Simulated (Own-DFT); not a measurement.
# Point defects and the pressure they add: 4H SiC

No measurement is shown. These are fixed-geometry runs of a retired plane-wave code named Own-DFT, which no person has reviewed; spin and spin-orbit coupling are neglected.

All runs used: PBE; PseudoDojo norm-conserving scalar-relativistic files; cutoff 42 hartree; 4 x 4 x 3 k mesh centred on Gamma; Fermi-Dirac smearing of 0.1 eV.

Caveats (not all hold for every row): some atoms lie very close together; not probed for a lower state with spin; forces on such cells failed a check on a denser k mesh; forces on such cells passed a denser k mesh, each cell not checked; stress not checked against mesh or cutoff.

All runs share one cell, with vectors in Å (9.248, 0.000, 0.000); (-4.624, 8.009, 0.000); (0.000, 0.000, 10.068) and a volume of 745.7 Å³. Atoms were moved at random from their sites; u is the rms move along one axis. The defect's site can differ from row to row.

| cell | formula | u (Å) | P (GPa) |
|---|---|---|---|
| no defect | C36Si36 | 0.0300 | 3.66 |
| no defect | C36Si36 | 0.0317 | 3.89 |
| no defect | C36Si36 | 0.0607 | 6.36 |
| one C on a Si site and one Si on a C site | C36Si36 | 0.0273 | ? |
| one C on a Si site and one Si on a C site | C36Si36 | 0.0316 | 7.36 |
| one C on a Si site and one Si on a C site | C36Si36 | 0.0462 | 8.90 |
| one C on a Si site and one Si on a C site | C36Si36 | 0.0501 | 8.97 |
| one C vacancy | C35Si36 | 0.0301 | 3.61 |
| one C vacancy | C35Si36 | 0.0311 | 3.66 |
| one C vacancy | C35Si36 | 0.0488 | 4.96 |

## Working it out

P = P0 + c u² + a shift for each defect gives P0 = 2.83 GPa, c = 973 ± 56 GPa/Å² and a scatter of 0.15 GPa. The shifts, and each times the cell's volume:

- one C on a Si site and one Si on a C site: 3.75 ± 0.13 GPa, 17.5 eV
- one C vacancy: -0.13 ± 0.13 GPa, -0.6 eV (not resolved)

A positive shift means that the defect pushes the cell outwards. Shift times volume (160.2 GPa Å³ is 1 eV) depends little on the cell's size, so, taken for each site, it can be compared between cells at like pressure. The atoms around the defects weren't relaxed, which would change these numbers.

## Withheld run

Question: what pressure belongs in the blank (one C on a Si site and one Si on a C site, u = 0.0273 Å)?

The fitted form gives 7.30 ± 0.19 GPa. DFT gave 6.99 GPa.
